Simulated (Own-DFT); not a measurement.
# One host, several defects: C11b WSi2

No measurement is shown. These are fixed-geometry runs of a retired plane-wave code named Own-DFT, which no person has reviewed; spin and spin-orbit coupling are neglected.

All runs used: PBE; PseudoDojo norm-conserving scalar-relativistic files; cutoff 50 hartree; 5 x 5 x 5 k mesh centred on Gamma; cold (Marzari-Vanderbilt) smearing of 0.2 eV.

Limits: forces on such cells failed a check on a denser k mesh; stress not checked against mesh or cutoff.

All runs share one cell, with vectors in Å (-2.148, -5.953, 3.409); (-6.444, 2.976, 1.136); (-2.553, -2.948, -6.757) and a volume of 403.2 Å³. u is the rms random offset of the atoms per axis. The defect's site can differ from row to row.

| cell | formula | u (Å) | P (GPa) |
|---|---|---|---|
| no defect | Si20W10 | 0.0223 | 4.31 |
| no defect | Si20W10 | 0.0254 | 4.51 |
| no defect | Si20W10 | 0.0474 | 5.96 |
| one Si vacancy | Si19W10 | 0.0288 | 3.07 |
| one Si vacancy | Si19W10 | 0.0467 | 4.14 |
| one Si vacancy | Si19W10 | 0.0509 | 4.76 |
| one Si on a W site | Si21W9 | 0.0289 | ? |
| one Si on a W site | Si21W9 | 0.0305 | 6.46 |
| one Si on a W site | Si21W9 | 0.0435 | 6.62 |
| one Si on a W site | Si21W9 | 0.0592 | 8.67 |
| one W vacancy | Si20W9 | 0.0274 | 3.57 |
| one W vacancy | Si20W9 | 0.0484 | 3.96 |
| one W vacancy | Si20W9 | 0.0506 | 5.21 |
| one W on a Si site | Si19W11 | 0.0284 | 9.75 |
| one W on a Si site | Si19W11 | 0.0350 | 9.49 |
| one W on a Si site | Si19W11 | 0.0518 | 11.35 |

## Working it out

P = P0 + c u² + a shift for each defect gives P0 = 3.94 GPa, c = 876 ± 115 GPa/Å² and a scatter of 0.38 GPa. The shifts, and each times the cell's volume:

- one W on a Si site: 4.88 ± 0.31 GPa, 12.3 eV
- one Si on a W site: 1.46 ± 0.33 GPa, 3.7 eV
- one W vacancy: -1.35 ± 0.32 GPa, -3.4 eV
- one Si vacancy: -1.59 ± 0.32 GPa, -4.0 eV

Against the defect-free cell, a freed cell would be larger where the shift is positive and smaller where it is negative (160.2 GPa Å³ is 1 eV). The atoms around the defects weren't relaxed, which would change these numbers.

## Prediction

Q: what pressure belongs in the blank (one Si on a W site, u = 0.0289 Å)?

The fit gives 6.14 ± 0.46 GPa. The calculation gave 5.81 GPa.
